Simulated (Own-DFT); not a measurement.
# How strain changes the stress of grey tin, 32 atoms (Sn32)

Calculated results; nothing here was measured. They come from Own-DFT, an in-house plane-wave density functional program, since retired, whose code no person has reviewed. Each row is one single-point run on a periodic cell that was not relaxed, without spin or spin-orbit coupling.

Settings of every run: PBE; PseudoDojo norm-conserving scalar-relativistic files; cutoff 42 hartree; 3 x 3 x 5 k mesh centred on Gamma; cold (Marzari-Vanderbilt) smearing of 0.2 eV.

Known limits: forces on such cells failed a check on a denser k mesh; stress not checked against mesh or cutoff.

Unstrained cell vectors in Å: (12.978, 0.000, 0.000); (0.000, 12.978, 0.000); (0.000, 0.000, 6.489). The unstrained cell has measured lattice constants (interpolated for alloys), not those of this functional. That, the random moves and any unrelaxed bonds set the pressure at no strain. Each run strains this cell uniformly, with the atoms carried along. Every atom was also moved at random, by a Gaussian of width 0.05 Å on each axis. Strain is the symmetric tensor, in per cent. Stress is positive in tension, and the pressure is minus a third of its trace.

```
run  e_xx (%)  e_yy (%)  e_zz (%)  s_xx (GPa)  s_yy (GPa)  s_zz (GPa)  P (GPa)  E (meV/atom)
  1      3.00      3.00      0.00       -0.62       -0.63       -1.40     0.88           0.0
  2      1.25      1.25      0.00       -2.28       -2.35       -2.61     2.42          14.5
  3      0.25      0.25      0.00       -3.44       -3.37       -3.51     3.44          31.6
  4      0.75      0.75      0.00       -2.79       -2.85       -3.03     2.89          20.2
  5      1.75      1.75      0.00       -1.78       -1.76       -2.27     1.94           7.0
  6     -2.00     -2.00      0.00       -6.07       -6.08       -5.49     5.88          65.2
  7     -0.50     -0.50      0.00       -4.22       -4.16       -4.03     4.14          33.2
  8     -1.00     -1.00      0.00       -4.70       -4.77       -4.44     4.64          38.3
  9     -1.50     -1.50      0.00           ?           ?           ?        ?             ?
```

E is the free energy for each atom above the lowest run shown.

## Worked fit

The change of volume is close to e_xx + e_yy + e_zz. A straight line through the runs shown gives P = 3.72 - 49 x (fractional change of volume) GPa, with an error of 1 on the slope and a scatter of 0.13 GPa. The strain isn't the same on all axes, but the crystal is cubic, so the slope still estimates the bulk modulus, averaged over pressures from 0.9 to 5.9 GPa.

## Withheld run

Question: what pressure should run 9 give? Its volume changes by -2.98 %.

The line gives 5.2 GPa. The calculation gave 5.22 GPa.
